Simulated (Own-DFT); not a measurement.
Simulation results for GaAs (zincblende with one plane slipped along a stacking-fault path, atoms displaced)

Computed with Own-DFT development build. A calculation, not a measurement: plane-wave PBE density functional theory by an unreviewed code, no spin, of a simulated periodic cell, stress positive in tension, free energy of the whole cell less one offset for each atom, forces on such cells passed a denser k mesh, this cell's mesh not checked; offsets are fitted by least squares, one for each functional and potential file, so energies compare only between cells with the same atoms and settings and are not formation energies; the far tail of each file's local potential was reset to the Coulomb form; each entry is a single point on an unrelaxed cell, so the pressure reflects the starting lattice, mostly measured values (interpolated for alloys), from which strain is counted, and rises with the displacements; printed positions are rounded, which can move forces by about a meV/angstrom; the program, named Own-DFT, is a retired in-house code; no spin-orbit coupling.

```xyz
48
Lattice="5.6533 -5.6533 0.0000 0.0000 5.6533 -5.6533 12.0604 12.0604 9.7991" Properties=species:S:1:pos:R:3:force_x:R:1:force_y:R:1:force_z:R:1 formula=GaAs functional=PBE potential_files=PseudoDojo_norm-conserving,scalar-relativistic,standard_set wave_cutoff=42 occupations=Fermi-Dirac smearing_width=0.1 k_mesh=4_x_4_x_2_centred_on_Gamma free_energy_of_cell_above_offsets=-16.599 pressure=4.45 stress_xx=-5.74 stress_yy=-5.17 stress_zz=-2.43 stress_yz=0.03 stress_xz=-0.26 stress_xy=0.87
Ga    17.6720     6.4439     9.7820       0.74     -0.571      0.607
As     7.0760     1.4771    -4.2121     -0.182     -0.922     -0.355
Ga     2.7902     2.8165    -0.0134      0.917      0.102       0.14
As     4.2724     4.2585     1.4436      -0.94     -0.037     -0.371
Ga     5.6254     2.8323     2.8091      0.202     -0.133      0.197
As     7.0688     4.2550     4.1864     -1.166     -2.061      1.221
Ga     6.3915     6.3743     4.1148      1.823      1.924     -0.972
As     7.8445     7.7988     5.5527     -0.463      0.245     -0.095
Ga     9.2128     9.2652     4.1354      0.241     -0.425      0.425
As    10.6095    10.6302     5.5683      0.315      0.269     -0.124
Ga    12.0430     9.2037     6.9536      0.065      0.388      0.069
As    13.4584    10.6343     8.3770      0.058      0.123      0.095
Ga    17.6972     9.2337     6.9822     -0.158      -0.18      0.241
As     7.0585    -1.4326    -1.3927     -0.133      0.047     -0.249
Ga     2.7906     5.6373    -2.8026      0.025     -0.019     -0.345
As     4.2154     7.0528    -1.4567      0.268     -0.048      0.511
Ga     5.6489     5.6205     0.0044      0.186      0.321     -0.251
As     7.0995     7.0489     1.4271     -2.086     -0.925      0.914
Ga     6.3728     9.2359     1.2997      2.317      1.024       -0.9
As     7.8689    10.6624     2.7734      -0.95     -0.174     -0.532
Ga     9.1906    12.0689     1.3573       0.41      0.152     -0.195
As    10.6506    13.4781     2.7084     -0.125     -0.135      0.339
Ga    12.0877    12.0557     4.1308     -0.906      0.198      0.471
As    13.4188    13.4568     5.5829      0.408      0.308     -0.286
Ga    14.8993     9.1794     9.7662     -0.345      0.379      0.438
As     4.2188     4.2206    -4.2079      0.195      0.097     -0.383
Ga     5.7057     0.0126     0.0002     -0.502     -0.195      0.398
As     7.0876     1.4267     1.4413     -0.474      0.411     -0.645
Ga     8.3949     0.0473     2.8143      1.005     -0.516      0.255
As     9.9146     1.3591     4.2412     -2.335     -0.284       1.18
Ga     9.2528     3.6182     4.1582      1.506      0.346     -1.045
As    10.6262     5.0104     5.5895      0.095     -0.046      0.178
Ga    12.0385     6.3560     4.1569      0.156      0.604      0.071
As    13.4877     7.8445     5.5719     -0.295     -0.226     -0.506
Ga    14.8612     6.4307     6.9473     -0.112     -0.479      0.294
As    16.2802     7.7539     8.4058     -0.021      0.606     -0.616
Ga    14.8618    12.0820     6.9483      0.354     -0.458      0.147
As     4.2981     1.4098    -1.4351     -0.657     -0.219      0.329
Ga     5.6705     2.8013    -2.8101     -0.179      0.585     -0.098
As     7.0864     4.2341    -1.4432     -0.213     -0.087       0.42
Ga     8.5071     2.8324     0.0059     -0.166     -0.153     -0.321
As     9.8859     4.2041     1.4293     -1.695     -0.782      1.345
Ga     9.2456     6.4063     1.3518      1.745      1.029     -1.221
As    10.6110     7.8313     2.7618      0.599     -0.004     -0.145
Ga    12.0803     9.2558     1.3265     -0.187     -0.405     -0.025
As    13.4202    10.6655     2.7857      0.863     -0.278     -0.643
Ga    14.9078     9.2540     4.1549     -0.363     -0.413      -0.46
As    16.2977    10.5772     5.5281      0.164      1.019      0.495
```

Units: wave_cutoff in hartree; smearing_width, free_energy_of_cell_above_offsets in eV; pressure, stress_xx, stress_yy, stress_zz, stress_yz, stress_xz, stress_xy in GPa; force_x, force_y, force_z in eV/Å.
